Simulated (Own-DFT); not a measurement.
# Energy and forces against displacement in zincblende GaP, 64 atoms (Ga32P32)

These are calculations, not measurements. The program, named Own-DFT, is a retired in-house plane-wave density functional code that no person has reviewed. Each row is one single-point run on a periodic cell that was not relaxed, without spin or spin-orbit coupling.

Settings of every run: PBE; PseudoDojo norm-conserving scalar-relativistic files; cutoff 42 hartree; 3 x 3 x 3 k mesh centred on Gamma; Fermi-Dirac smearing of 0.1 eV.

Known limits, some of them of some rows only: some atoms lie very close together; forces on such cells passed a denser k mesh, each cell not checked; stress not checked against mesh or cutoff.

Cell vectors in Å: (10.901, 0.000, 0.000); (0.000, 10.901, 0.000); (0.000, 0.000, 10.901). In each run every atom was moved at random and independently from its ideal site; u is the rms move along one axis. E is the free energy for each atom above the fitted value at u = 0, and F the rms of the force components.

```
run   u (Å)  E (meV/atom)  F (eV/Å)  largest force (eV/Å)  P (GPa)
  1  0.0196           6.4     0.278                  0.89     2.72
  2  0.0203           6.9     0.286                  0.97     2.72
  3  0.0207           6.2     0.263                  0.98     2.70
  4  0.0502          44.4     0.727                  2.45     3.28
  5  0.0507          42.0     0.700                  3.37     3.26
  6  0.0977             ?         ?                     ?        ?
  7  0.1014         157.1     1.397                  5.38     4.70
  8  0.1461         403.7     2.982                 17.32     8.58
  9  0.1885         614.8     3.555                 20.47    11.35
```

## Worked fit

For small independent moves the energy grows as E = (3/2) K u², with K the mean stiffness felt by one atom. The runs with u up to 0.11 Å give K = 10.8 ± 0.4 eV/Å², with residuals divided by u² + 0.0006 Å², since the noise grows with the moves. The scatter is 2.5 meV/atom at u = 0.05 Å. The forces follow F = G u with G = 13.8 eV/Å²; no force at u = 0 is resolved. G exceeds K because the moves of its neighbours add to the force on an atom, and stiffness differs between atoms. At u = 0.189 Å the parabola gives 576 meV/atom and the run 615. The pressure follows P = 2.67 + 201 u² GPa: at fixed volume, shortened bonds push harder than stretched ones pull.

## Withheld run

Question: what energy and rms force should run 6 give?

The fit gives 155 ± 10 meV/atom and about 1.35 eV/Å. The calculation gave 179.5 meV/atom and 1.659 eV/Å. This run lies off the fit, by chance or by something that the fit leaves out.
